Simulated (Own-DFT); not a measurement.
# What it costs to cut wurtzite AlN, m plane (10-10)

The numbers are computed, not measured, by runs of the plane-wave DFT program Own-DFT (in-house, retired, unreviewed) at fixed positions, with no spin and no spin-orbit coupling.

Known weak points (not all hold for every row): some atoms lie very close together; k mesh not checked against a denser one.

Both sets of runs: PBE; PseudoDojo norm-conserving scalar-relativistic files; cutoff 42 hartree; Gaussian smearing of 0.01 eV. The slab has 128 atoms in 16 layers, two equal faces of 62.02 Å² as cut, 15 Å of vacuum, a dipole correction along the normal and a 6 x 3 x 1 mesh. The bulk cell has 72 atoms, the same measured lattice constants and a 4 x 4 x 3 mesh. In the slab only the 32 atoms nearest the faces were moved at random; u is their rms move along one axis. Energies are counted from -174.06 eV for each atom.

| slab run | u (Å) | E (eV, cell) |
|---|---|---|
| 1 | 0.0484 | 19.959 |
| 2 | 0.0488 | 20.516 |
| 3 | 0.0496 | 20.139 |
| 4 | 0.0499 | 20.208 |
| 5 | 0.0534 | 21.473 |
| 6 | 0.0894 | 25.392 |
| 7 | 0.0930 | 26.427 |
| 8 | 0.0964 | 25.323 |
| 9 | 0.0992 | 28.651 |
| 10 | 0.0999 | 27.644 |
| 11 | 0.1014 | 28.924 |
| 12 | 0.1019 | 27.489 |

```
bulk run   u (Å)  E (meV/atom)
       1  0.0191         -2.74
       2  0.0194         -1.85
       3  0.0198         -2.56
       4  0.0200         -0.55
       5  0.0201         -2.70
       6  0.0973        284.25
       7  0.0987        315.07
       8  0.0995        284.81
       9  0.1011        311.89
      10  0.1094        399.85
```

The question: what is the energy of the unrelaxed surface?

## Answer

Take each set to u = 0 with E = a + b u². Residuals are scaled by 1/(u² + 0.0006 Å²) to tame the large moves. Slab: a = 18.00 ± 0.25 eV. Bulk: a = -14.6 ± 0.7 meV/atom. The excess is 18.00 - 128 x (-0.0146) = 19.87 ± 0.27 eV. Over two faces that is 160 meV/Å², or 2.57 ± 0.03 J/m². Relaxing the faces would lower the energy, and the unlike meshes and the reach from the smallest u down to zero add errors that aren't counted here.
